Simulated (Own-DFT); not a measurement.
Si₃N₄ (beta silicon nitride, strained, atoms displaced) (calculated)

All values are calculated (Own-DFT development build). A calculation, not a measurement: plane-wave PBE density functional theory by an unreviewed code, no spin, of a simulated periodic cell, stress positive in tension, free energy of the whole cell less one offset for each atom, forces on such cells moved up to 12 meV/angstrom on a denser k mesh; offsets are fitted by least squares, one for each functional and potential file, so energies compare only between cells with the same atoms and settings and are not formation energies; the far tail of each file's local potential was reset to the Coulomb form; each entry is a single point on an unrelaxed cell, so the pressure reflects the starting lattice, mostly measured values (interpolated for alloys), from which strain is counted, and rises with the displacements; printed positions are rounded, which can move forces by about a meV/angstrom; the program, named Own-DFT, is a retired in-house code; no spin-orbit coupling; before rounding, a Quantum ESPRESSO 7.3.1 run of the same cell and cutoff gave forces within 1 meV/angstrom rms on each cell, which checks the program and not the settings.

Common to all runs: functional PBE; potential files PseudoDojo norm-conserving, scalar-relativistic, standard set; wave cutoff 42 hartree; occupations Fermi-Dirac; smearing width 0.1 eV; k mesh 2 x 2 x 4 centred on Gamma.

(1) 
```cif
# cell vector a (Å): 15.3706 -0.2165 -0.0537
# cell vector b (Å): -7.8728 13.3071 0.2742
# cell vector c (Å): -0.0205 0.1092 5.8446
data_Si3N4
_symmetry_space_group_name_H-M 'P 1'
_symmetry_Int_Tables_number 1
_cell_length_a 15.3722
_cell_length_b 15.4640
_cell_length_c 5.8457
_cell_angle_alpha 87.960
_cell_angle_beta 90.416
_cell_angle_gamma 121.415
_cell_volume 1185.05
loop_
_atom_site_label
_atom_site_type_symbol
_atom_site_fract_x
_atom_site_fract_y
_atom_site_fract_z
_atom_site_occupancy
Si1 Si 0.08471 0.38563 0.12328 1
Si2 Si 0.11727 0.20578 0.13290 1
Si3 Si 0.29525 0.41036 0.12429 1
Si4 Si 0.40897 0.10841 0.35397 1
Si5 Si 0.38238 0.30264 0.38447 1
Si6 Si 0.19648 0.08595 0.37929 1
N1 N 0.16565 0.01991 0.12460 1
N2 N 0.48578 0.14862 0.13942 1
N3 N 0.35756 0.33614 0.12587 1
N4 N 0.33658 0.48473 0.37323 1
N5 N 0.01763 0.34880 0.36873 1
N6 N 0.15324 0.16858 0.37236 1
N7 N 0.16504 0.33231 0.12780 1
N8 N 0.33125 0.15684 0.38705 1
Si7 Si 0.08707 0.38267 0.61375 1
Si8 Si 0.11330 0.19553 0.62804 1
Si9 Si 0.30263 0.41999 0.61003 1
Si10 Si 0.41403 0.11792 0.87467 1
Si11 Si 0.38464 0.29981 0.89039 1
Si12 Si 0.20355 0.09547 0.87745 1
N9 N 0.16529 0.01185 0.62585 1
N10 N 0.48852 0.14848 0.63324 1
N11 N 0.34963 0.33618 0.61789 1
N12 N 0.33743 0.49239 0.87958 1
N13 N 0.00714 0.34896 0.88884 1
N14 N 0.14864 0.16565 0.86924 1
N15 N 0.16775 0.33322 0.61793 1
N16 N 0.32756 0.15782 0.88545 1
Si13 Si 0.08173 0.88958 0.11655 1
Si14 Si 0.11240 0.70141 0.11207 1
Si15 Si 0.30230 0.91284 0.13425 1
Si16 Si 0.41119 0.61583 0.37348 1
Si17 Si 0.38406 0.79112 0.37814 1
Si18 Si 0.18689 0.57688 0.36936 1
N17 N 0.16713 0.51190 0.12867 1
N18 N 0.48080 0.63940 0.11703 1
N19 N 0.34757 0.83383 0.11462 1
N20 N 0.33403 0.98667 0.38418 1
N21 N 0.02151 0.85959 0.37126 1
N22 N 0.14626 0.66398 0.38155 1
N23 N 0.15791 0.82927 0.12422 1
N24 N 0.33328 0.66413 0.37130 1
Si19 Si 0.08741 0.89022 0.63169 1
Si20 Si 0.11197 0.70438 0.62863 1
Si21 Si 0.29522 0.91125 0.63101 1
Si22 Si 0.41463 0.61645 0.88517 1
Si23 Si 0.38677 0.80091 0.87365 1
Si24 Si 0.19155 0.58470 0.87405 1
N25 N 0.16349 0.51180 0.62732 1
N26 N 0.48418 0.64484 0.62384 1
N27 N 0.35402 0.83738 0.63323 1
N28 N 0.33945 0.98706 0.87400 1
N29 N 0.01092 0.84864 0.86531 1
N30 N 0.14833 0.66738 0.86334 1
N31 N 0.16996 0.83472 0.63151 1
N32 N 0.32936 0.66105 0.88706 1
Si25 Si 0.59156 0.38653 0.12639 1
Si26 Si 0.61078 0.19510 0.12326 1
Si27 Si 0.79848 0.41676 0.11946 1
Si28 Si 0.91444 0.11604 0.37169 1
Si29 Si 0.88147 0.29676 0.37992 1
Si30 Si 0.69976 0.08430 0.37559 1
N33 N 0.66904 0.01822 0.11764 1
N34 N 0.98756 0.14601 0.12417 1
N35 N 0.84790 0.33397 0.12967 1
N36 N 0.83480 0.48233 0.39674 1
N37 N 0.51446 0.34288 0.38369 1
N38 N 0.64869 0.16322 0.36625 1
N39 N 0.66272 0.33087 0.13109 1
N40 N 0.83050 0.16453 0.37007 1
Si31 Si 0.58728 0.38468 0.62577 1
Si32 Si 0.61387 0.20521 0.61919 1
Si33 Si 0.79215 0.40925 0.62571 1
Si34 Si 0.91277 0.11177 0.87532 1
Si35 Si 0.88274 0.29113 0.87092 1
Si36 Si 0.70048 0.09076 0.86953 1
N41 N 0.66382 0.01071 0.61854 1
N42 N 0.98503 0.14950 0.61999 1
N43 N 0.85305 0.32946 0.62485 1
N44 N 0.82495 0.48100 0.87732 1
N45 N 0.51369 0.34875 0.88760 1
N46 N 0.65056 0.17036 0.87673 1
N47 N 0.66480 0.32915 0.62763 1
N48 N 0.83814 0.16800 0.87021 1
Si37 Si 0.58660 0.88370 0.15505 1
Si38 Si 0.61546 0.70459 0.13761 1
Si39 Si 0.80133 0.91336 0.11498 1
Si40 Si 0.91309 0.61534 0.37053 1
Si41 Si 0.87948 0.79988 0.36887 1
Si42 Si 0.70754 0.59379 0.38261 1
N49 N 0.66226 0.51127 0.12741 1
N50 N 0.98353 0.65113 0.14007 1
N51 N 0.85549 0.82899 0.12273 1
N52 N 0.83556 0.98348 0.37881 1
N53 N 0.51276 0.84407 0.38786 1
N54 N 0.65020 0.66336 0.36845 1
N55 N 0.66454 0.83651 0.12521 1
N56 N 0.82963 0.66906 0.39373 1
Si43 Si 0.58845 0.88769 0.60288 1
Si44 Si 0.61553 0.70151 0.62706 1
Si45 Si 0.79613 0.91241 0.62810 1
Si46 Si 0.92352 0.62337 0.88319 1
Si47 Si 0.88169 0.79374 0.88343 1
Si48 Si 0.70478 0.59138 0.87840 1
N57 N 0.66444 0.51522 0.63007 1
N58 N 0.98704 0.65347 0.61685 1
N59 N 0.85157 0.83737 0.62224 1
N60 N 0.82672 0.98615 0.85934 1
N61 N 0.51128 0.84606 0.88933 1
N62 N 0.65105 0.66716 0.88391 1
N63 N 0.66179 0.83122 0.61897 1
N64 N 0.83735 0.66340 0.88180 1
_calc_free_energy_of_cell_above_offsets '-7.239'  # eV
_calc_pressure 4.26  # GPa
_calc_stress_xx -1.53  # GPa
_calc_stress_yy -5.37  # GPa
_calc_stress_zz -5.88  # GPa
_calc_stress_yz 6.19  # GPa
_calc_stress_xz -1.14  # GPa
_calc_stress_xy -5.56  # GPa
```

Force:
| element | x (eV/Å) | y (eV/Å) | z (eV/Å) |
| --- | --- | --- | --- |
| Si | 1.055 | -1.906 | -0.948 |
| Si | 0.196 | -0.323 | -1.92 |
| Si | 0.774 | 1.373 | -0.598 |
| Si | -1.639 | 3.274 | 5.702 |
| Si | 4.418 | -3.693 | -0.53 |
| Si | 3.02 | -0.047 | -0.854 |
| N | -1.101 | -0.812 | -0.081 |
| N | -0.302 | -0.227 | -4.478 |
| N | -3.923 | 1.742 | 1.03 |
| N | -0.093 | 0.947 | -3.294 |
| N | -1.846 | -0.792 | 1.31 |
| N | -0.038 | -0.532 | 1.268 |
| N | -0.308 | 0.604 | -0.377 |
| N | -2.057 | 2.775 | -0.423 |
| Si | 0.514 | -1.392 | 2.371 |
| Si | -1.06 | 3.633 | -2.154 |
| Si | -0.945 | -2.652 | 5.11 |
| Si | 0.076 | -0.42 | -0.162 |
| Si | 1.704 | -2.257 | -3.321 |
| Si | 0.447 | -3.588 | -0.684 |
| N | -0.964 | 3.85 | 1.65 |
| N | -2.343 | -0.944 | -1.609 |
| N | -0.79 | 0.808 | 3.047 |
| N | 0.103 | -5.004 | -1.246 |
| N | 4.2 | 1.764 | -1.806 |
| N | 0.123 | 0.159 | 2.485 |
| N | -0.072 | -0.446 | 0.389 |
| N | 1.575 | 4.663 | -0.188 |
| Si | 3.107 | -0.285 | 0.264 |
| Si | 1.348 | 2.081 | 2.603 |
| Si | -2.782 | -0.083 | -1.016 |
| Si | 0.379 | -0.076 | 0.08 |
| Si | -3.182 | 0.381 | 0.048 |
| Si | 2.029 | 3.46 | 1.267 |
| N | -1.373 | 0.714 | -0.932 |
| N | 2.357 | 2.36 | 3.475 |
| N | 1.09 | -0.462 | 2.656 |
| N | 0.454 | -4.149 | -1.529 |
| N | -2.961 | -1.764 | 1.379 |
| N | 0.142 | -0.754 | -1.557 |
| N | 1.088 | 1.637 | -0.129 |
| N | -1.478 | -0.89 | 0.259 |
| Si | 1.642 | -3.162 | -2.237 |
| Si | 1.747 | 1.81 | -2.96 |
| Si | 1.999 | 1.207 | 0.906 |
| Si | -2.701 | 1.415 | -3.134 |
| Si | 0.114 | -2.953 | 1.232 |
| Si | 3.994 | 0.763 | -0.544 |
| N | -0.93 | 0.296 | 0.387 |
| N | -0.099 | 0.288 | -0.29 |
| N | -0.794 | 0.118 | -2.948 |
| N | -0.147 | -1.147 | 0.805 |
| N | 0.244 | 0.287 | 1.62 |
| N | 0.028 | -1.438 | 2.359 |
| N | -2.88 | -0.937 | -0.043 |
| N | -1.158 | 1.564 | -0.708 |
| Si | -0.979 | -2.734 | 1.153 |
| Si | 0.422 | 3.371 | 0.246 |
| Si | -0.212 | -3.725 | 3.34 |
| Si | -1.807 | 0.073 | 0.185 |
| Si | 1.118 | -0.895 | -1.771 |
| Si | -0.047 | 1.758 | -1.914 |
| N | -0.762 | -1.486 | 1.912 |
| N | -1.129 | -0.658 | -0.634 |
| N | -0.071 | 0.445 | -0.989 |
| N | 0.206 | 2.423 | -4.587 |
| N | -0.741 | 0.865 | -0.438 |
| N | 0.574 | -0.612 | 2.212 |
| N | 1.561 | -0.156 | -0.24 |
| N | 1.622 | 0.277 | 0.246 |
| Si | -0.138 | -1.089 | 0.76 |
| Si | 1.503 | -1.69 | -0.5 |
| Si | 1.733 | -1.298 | 2.823 |
| Si | -0.729 | 2.356 | -0.464 |
| Si | -2.329 | 1.457 | 2.307 |
| Si | 0.995 | -0.135 | -0.289 |
| N | -0.354 | 2.763 | 1.328 |
| N | -0.066 | -0.487 | 0.505 |
| N | -3.084 | 1.917 | 0.333 |
| N | 1.553 | 3.355 | -2.289 |
| N | 0.636 | 0.238 | -1.329 |
| N | 1.627 | -1.504 | -1.25 |
| N | -1.015 | 2.214 | -0.025 |
| N | -0.76 | -3.001 | -0.03 |
| Si | -0.097 | 0.936 | -6.223 |
| Si | -1.103 | -0.274 | -2.569 |
| Si | -1.439 | -0.326 | 1.639 |
| Si | -2.95 | -0.781 | 3.783 |
| Si | 4.557 | -0.781 | 4.854 |
| Si | -2.032 | -4.401 | -1.143 |
| N | 0.332 | 4.133 | 0.898 |
| N | 0.998 | -0.131 | -3.188 |
| N | -5.336 | 3.577 | -2.068 |
| N | 0.441 | 0.012 | -2.354 |
| N | -1.072 | -0.29 | -1.579 |
| N | -0.501 | 0.855 | 2.262 |
| N | 2.464 | -1.061 | 0.373 |
| N | 4.038 | 1.387 | -0.825 |
| Si | 0.815 | -2.678 | 7.156 |
| Si | -0.484 | -0.043 | -0.304 |
| Si | -0.589 | -1.586 | -1.263 |
| Si | -2.759 | -2.825 | -1.954 |
| Si | 1.098 | -1.317 | -3.626 |
| Si | 0.252 | -2.195 | 0.196 |
| N | -0.169 | 1.084 | 0.345 |
| N | -1.759 | -0.774 | 1.337 |
| N | -0.72 | -0.073 | 1.037 |
| N | 1.344 | -1.23 | 1.963 |
| N | 2.876 | 1.658 | -0.386 |
| N | 0.473 | 0.393 | -0.236 |
| N | 1.235 | 0.47 | 0.069 |
| N | -1.243 | 1.385 | 0.201 |

(2) 
```cif
# cell vector a (Å): 14.9395 -0.2408 -0.1096
# cell vector b (Å): -7.6783 13.4729 0.0229
# cell vector c (Å): -0.0419 -0.0141 5.8062
data_Si3N4
_symmetry_space_group_name_H-M 'P 1'
_symmetry_Int_Tables_number 1
_cell_length_a 14.9418
_cell_length_b 15.5073
_cell_length_c 5.8064
_cell_angle_alpha 89.832
_cell_angle_beta 90.831
_cell_angle_gamma 120.602
_cell_volume 1157.86
loop_
_atom_site_label
_atom_site_type_symbol
_atom_site_fract_x
_atom_site_fract_y
_atom_site_fract_z
_atom_site_occupancy
Si1 Si 0.08610 0.38487 0.12623 1
Si2 Si 0.12027 0.20562 0.14021 1
Si3 Si 0.29715 0.41061 0.12782 1
Si4 Si 0.40993 0.11998 0.36636 1
Si5 Si 0.38565 0.30027 0.37320 1
Si6 Si 0.20269 0.08549 0.37693 1
N1 N 0.16966 0.02365 0.12961 1
N2 N 0.48206 0.14792 0.12415 1
N3 N 0.34927 0.33523 0.12456 1
N4 N 0.33616 0.48310 0.36800 1
N5 N 0.01016 0.34764 0.36441 1
N6 N 0.14653 0.16915 0.36228 1
N7 N 0.16714 0.33687 0.12013 1
N8 N 0.33042 0.16405 0.37156 1
Si7 Si 0.09087 0.38591 0.62007 1
Si8 Si 0.11874 0.20176 0.61942 1
Si9 Si 0.29757 0.40952 0.62224 1
Si10 Si 0.41193 0.11987 0.87574 1
Si11 Si 0.38292 0.29646 0.87535 1
Si12 Si 0.19713 0.08197 0.87349 1
N9 N 0.16016 0.01486 0.61968 1
N10 N 0.47712 0.14998 0.62734 1
N11 N 0.34618 0.33065 0.60945 1
N12 N 0.33602 0.49084 0.87747 1
N13 N 0.01606 0.34865 0.87902 1
N14 N 0.14461 0.17026 0.89190 1
N15 N 0.16122 0.32637 0.61965 1
N16 N 0.32594 0.16509 0.87934 1
Si13 Si 0.08571 0.88289 0.12204 1
Si14 Si 0.11390 0.69970 0.11980 1
Si15 Si 0.29322 0.91189 0.13776 1
Si16 Si 0.41793 0.61828 0.37674 1
Si17 Si 0.37881 0.78865 0.36436 1
Si18 Si 0.20223 0.58973 0.39435 1
N17 N 0.16467 0.51762 0.13129 1
N18 N 0.48733 0.65296 0.12171 1
N19 N 0.34758 0.84377 0.12803 1
N20 N 0.33317 0.98251 0.38209 1
N21 N 0.02085 0.85597 0.36247 1
N22 N 0.14551 0.66144 0.36404 1
N23 N 0.16148 0.82412 0.13174 1
N24 N 0.34424 0.66781 0.38174 1
Si19 Si 0.09461 0.88759 0.63121 1
Si20 Si 0.11780 0.70047 0.61398 1
Si21 Si 0.29156 0.90559 0.63527 1
Si22 Si 0.41052 0.61075 0.86992 1
Si23 Si 0.38164 0.79006 0.87459 1
Si24 Si 0.20394 0.58473 0.87630 1
N25 N 0.16362 0.51089 0.61795 1
N26 N 0.49470 0.65658 0.61534 1
N27 N 0.35277 0.83550 0.62716 1
N28 N 0.33975 0.98816 0.88971 1
N29 N 0.01769 0.84663 0.86746 1
N30 N 0.14922 0.66785 0.87254 1
N31 N 0.16578 0.82736 0.62912 1
N32 N 0.33394 0.66277 0.87557 1
Si25 Si 0.58597 0.38041 0.11879 1
Si26 Si 0.62196 0.20081 0.13196 1
Si27 Si 0.79554 0.40832 0.12220 1
Si28 Si 0.91252 0.10923 0.37934 1
Si29 Si 0.88302 0.29060 0.36291 1
Si30 Si 0.70196 0.08753 0.37367 1
N33 N 0.66670 0.01350 0.13206 1
N34 N 0.98096 0.14364 0.12918 1
N35 N 0.85185 0.33550 0.12566 1
N36 N 0.83659 0.48688 0.36715 1
N37 N 0.51725 0.34537 0.37542 1
N38 N 0.64609 0.16181 0.36041 1
N39 N 0.66889 0.33423 0.12860 1
N40 N 0.82797 0.16412 0.38658 1
Si31 Si 0.58020 0.38253 0.61046 1
Si32 Si 0.61471 0.20196 0.62989 1
Si33 Si 0.79760 0.41476 0.62697 1
Si34 Si 0.91233 0.11123 0.87428 1
Si35 Si 0.88472 0.29366 0.87046 1
Si36 Si 0.70274 0.08274 0.87662 1
N41 N 0.66270 0.01180 0.61563 1
N42 N 0.98401 0.15152 0.61756 1
N43 N 0.85258 0.33598 0.62513 1
N44 N 0.83516 0.48834 0.87194 1
N45 N 0.51743 0.34863 0.88452 1
N46 N 0.65188 0.16402 0.88044 1
N47 N 0.66014 0.32913 0.63327 1
N48 N 0.83355 0.16768 0.87505 1
Si37 Si 0.58328 0.87842 0.14526 1
Si38 Si 0.61527 0.69865 0.12403 1
Si39 Si 0.80321 0.92013 0.13184 1
Si40 Si 0.90456 0.60996 0.38594 1
Si41 Si 0.88091 0.79459 0.38071 1
Si42 Si 0.70220 0.58335 0.37289 1
N49 N 0.66422 0.50994 0.12582 1
N50 N 0.98316 0.65155 0.10822 1
N51 N 0.84524 0.83238 0.12040 1
N52 N 0.83706 0.98755 0.36294 1
N53 N 0.50778 0.83957 0.39519 1
N54 N 0.65020 0.66407 0.37812 1
N55 N 0.66366 0.83137 0.13232 1
N56 N 0.83612 0.67150 0.36946 1
Si43 Si 0.58792 0.88833 0.62939 1
Si44 Si 0.61092 0.69946 0.63810 1
Si45 Si 0.79709 0.90532 0.62365 1
Si46 Si 0.91606 0.61875 0.87798 1
Si47 Si 0.88391 0.79826 0.87048 1
Si48 Si 0.70250 0.58371 0.87534 1
N57 N 0.66532 0.51181 0.62197 1
N58 N 0.97959 0.65079 0.61623 1
N59 N 0.84861 0.83068 0.61668 1
N60 N 0.83227 0.98182 0.87912 1
N61 N 0.52169 0.85214 0.85911 1
N62 N 0.65005 0.66301 0.87923 1
N63 N 0.66549 0.82298 0.63139 1
N64 N 0.83735 0.66714 0.87110 1
_calc_free_energy_of_cell_above_offsets '-7.276'  # eV
_calc_pressure 9.84  # GPa
_calc_stress_xx -13.91  # GPa
_calc_stress_yy -4.82  # GPa
_calc_stress_zz -10.79  # GPa
_calc_stress_yz -1.11  # GPa
_calc_stress_xz -3.38  # GPa
_calc_stress_xy -4.66  # GPa
```

Force:
| element | x (eV/Å) | y (eV/Å) | z (eV/Å) |
| --- | --- | --- | --- |
| Si | 0.356 | 0.895 | 0.061 |
| Si | -5.556 | 2.648 | -5.546 |
| Si | -0.636 | 1.655 | -1.048 |
| Si | 2.146 | -3.067 | 1.134 |
| Si | 0.657 | -2.754 | -1.338 |
| Si | -1.755 | 1.362 | -0.258 |
| N | -0.574 | -4.639 | -1.426 |
| N | 1.308 | 1.607 | 0.397 |
| N | 0.598 | -0.103 | -0.718 |
| N | 0.423 | 1.274 | 1.981 |
| N | 3.297 | 1.391 | 1.502 |
| N | 5.49 | -3.451 | 6.676 |
| N | 0.278 | -1.343 | 0.437 |
| N | -1.28 | 3.548 | 0.301 |
| Si | -1.916 | -3.146 | 0.277 |
| Si | -1.901 | 0.004 | 1.916 |
| Si | -1.639 | 1.336 | -0.222 |
| Si | -0.684 | -1.907 | 0.195 |
| Si | -0.041 | -1.398 | -0.255 |
| Si | -1.572 | 2.505 | 0.803 |
| N | -0.046 | 0.374 | 1.074 |
| N | 2.058 | 0.991 | -0.952 |
| N | 0.338 | 0.529 | 2.891 |
| N | 0.428 | -5.502 | -1.091 |
| N | 0.767 | 0.631 | -1.913 |
| N | 3.35 | -2.251 | -3.59 |
| N | 1.464 | 2.616 | 0.015 |
| N | 1.225 | 1.838 | -0.568 |
| Si | 1.887 | 0.643 | -0.245 |
| Si | -1.405 | 0.417 | -0.78 |
| Si | -1.323 | 1.927 | -1.051 |
| Si | 1.962 | -1.894 | -1.494 |
| Si | -1.972 | 3.18 | 1.627 |
| Si | 1.655 | -0.554 | -3.85 |
| N | 0.01 | -0.247 | 0.166 |
| N | -1.891 | -1.38 | -0.355 |
| N | 5.77 | -4.996 | -0.595 |
| N | -0.686 | 1.066 | 1.1 |
| N | -1.908 | -0.94 | 3.241 |
| N | 1.522 | -0.396 | 1.745 |
| N | -0.689 | 2.939 | -0.177 |
| N | -5.469 | -1.402 | 0.027 |
| Si | -1.229 | -2.287 | -2.477 |
| Si | -2.7 | 0.144 | 1.077 |
| Si | 3.245 | 3.662 | 0.089 |
| Si | 2.151 | 4.037 | 0.089 |
| Si | -0.234 | 3.091 | -0.236 |
| Si | -2.258 | -0.302 | 0.927 |
| N | 0.063 | 1.84 | 1.985 |
| N | -8.762 | -4.908 | 1.809 |
| N | -0.299 | -1.497 | -0.619 |
| N | -1.25 | -1.556 | -1.305 |
| N | -0.789 | 0.802 | 0.172 |
| N | 2.759 | -2.05 | -1.119 |
| N | -1.746 | 0.172 | -0.048 |
| N | -0.436 | 1.05 | -0.11 |
| Si | 2.548 | 1.18 | 2.39 |
| Si | -4.168 | 2.342 | -4.085 |
| Si | 1.458 | 2.808 | -0.628 |
| Si | -2.107 | 2.956 | -1.426 |
| Si | -2.745 | 0.227 | 2.204 |
| Si | -1.04 | -1.309 | -0.021 |
| N | -0.561 | -1.193 | -0.663 |
| N | 0.866 | 1.078 | -0.048 |
| N | -0.071 | -0.641 | -1.313 |
| N | -0.255 | -2.645 | 0.76 |
| N | -3.051 | -1.046 | -3.62 |
| N | 1.57 | -1.152 | 6.013 |
| N | -1.1 | -2.705 | 0.07 |
| N | 2.937 | 0.509 | -0.448 |
| Si | 4.269 | 0.98 | 5.25 |
| Si | -0.561 | -0.041 | -0.53 |
| Si | 0.269 | -1.026 | -0.452 |
| Si | -0.595 | 1.147 | -0.212 |
| Si | -1.51 | 0.877 | 0.159 |
| Si | -0.708 | 0.08 | 0.026 |
| N | 0.122 | 2.099 | 0.978 |
| N | 0.903 | -0.484 | 2.073 |
| N | -0.578 | -0.068 | -1.046 |
| N | 0.236 | -1.147 | 0.596 |
| N | -3.1 | -0.996 | -3.993 |
| N | 0.013 | -0.499 | -1.116 |
| N | 0.992 | 0.988 | -0.515 |
| N | 1.137 | -1.55 | 0.082 |
| Si | 0.371 | 0.846 | -1.945 |
| Si | 1.239 | 2.68 | 1.318 |
| Si | -1.39 | -4.825 | -2.369 |
| Si | 0.711 | 2.497 | -3.645 |
| Si | 1.777 | 0.859 | -3.375 |
| Si | -0.997 | 1.601 | 0.05 |
| N | -0.327 | 0.535 | -0.279 |
| N | 1.476 | 0.141 | 5.335 |
| N | 0.791 | 0.445 | 0.314 |
| N | 0.134 | -2.14 | 4.504 |
| N | 1.657 | 1.639 | -2.701 |
| N | 0.5 | -0.959 | 0.417 |
| N | 1.855 | 0.028 | 0.206 |
| N | -0.528 | -2.559 | 0.16 |
| Si | 2.873 | -2.374 | -1.898 |
| Si | 8.262 | 2.064 | -1.612 |
| Si | -2.112 | 1.337 | 0.053 |
| Si | -1.499 | -1.764 | -3.232 |
| Si | 0.348 | -1.784 | 1.217 |
| Si | 0.381 | 0.686 | 0.105 |
| N | -0.584 | -0.174 | 0.129 |
| N | 3.009 | 0.892 | 1.584 |
| N | 0.063 | 0.896 | 1.536 |
| N | 0.565 | 0.643 | -2.395 |
| N | -3.468 | -2.038 | 5.99 |
| N | 0.786 | -1.084 | -0.057 |
| N | -1.058 | 4.227 | -0.218 |
| N | -2.572 | 0.707 | -0.006 |
